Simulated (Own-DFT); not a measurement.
# Point defects and the pressure they add: 4H SiC

Everything here is calculated. The program is Own-DFT (plane waves, in-house, since retired, never reviewed by a person); positions were held fixed, and spin and spin-orbit coupling were off.

Settings: PBE; PseudoDojo norm-conserving scalar-relativistic files; cutoff 42 hartree; 4 x 4 x 3 k mesh centred on Gamma; Fermi-Dirac smearing of 0.1 eV.

Keep in mind (not all hold for every row): some atoms lie very close together; not probed for a lower state with spin; forces on such cells passed a denser k mesh, each cell not checked; stress not checked against mesh or cutoff.

All runs share one cell, with vectors in Å (9.248, 0.000, 0.000); (-4.624, 8.009, 0.000); (0.000, 0.000, 10.068) and a volume of 745.7 Å³. u is the rms random offset of the atoms per axis. The defect's site can differ from row to row.

```
cell,formula,u (Å),P (GPa)
no defect,C36Si36,0.0296,3.61
no defect,C36Si36,0.0630,6.44
no defect,C36Si36,0.0641,6.56
one Al on a Si site and one N on a C site,AlC35NSi35,0.0486,5.42
one Al on a Si site and one N on a C site,AlC35NSi35,0.0505,5.62
one Al on a Si site and one N on a C site,AlC35NSi35,0.0507,5.17
one C on a Si site,C37Si35,0.0445,2.95
one C on a Si site,C37Si35,0.0479,3.17
one C on a Si site,C37Si35,0.0491,2.87
two Al on a Si site each,Al2C36Si34,0.0303,5.82
two Al on a Si site each,Al2C36Si34,0.0470,6.96
two Al on a Si site each,Al2C36Si34,0.0470,6.56
one Si on a C site,C35Si37,0.0516,?
one Si on a C site,C35Si37,0.0527,12.34
one Si on a C site,C35Si37,0.0531,12.46
one Si on a C site,C35Si37,0.0538,12.10
```

## Analysis

P = P0 + c u² + a shift for each defect gives P0 = 2.94 GPa, c = 870 ± 82 GPa/Å² and a scatter of 0.23 GPa. The shifts, and each times the cell's volume:

- one Si on a C site: 6.89 ± 0.19 GPa, 32.1 eV
- two Al on a Si site each: 1.96 ± 0.21 GPa, 9.1 eV (4.6 eV for each of its 2 sites)
- one Al on a Si site and one N on a C site: 0.29 ± 0.19 GPa, 1.4 eV (not resolved)
- one C on a Si site: -1.88 ± 0.20 GPa, -8.8 eV

A positive shift means that the defect pushes the cell outwards. Shift times volume (160.2 GPa Å³ is 1 eV) depends little on the cell's size, so, taken for each site, it can be compared between cells at like pressure. The atoms around the defects weren't relaxed, which would change these numbers.

## Withheld run

Question: what pressure belongs in the blank (one Si on a C site, u = 0.0516 Å)?

Estimate: 12.15 ± 0.27 GPa. Computed: 11.97 GPa.
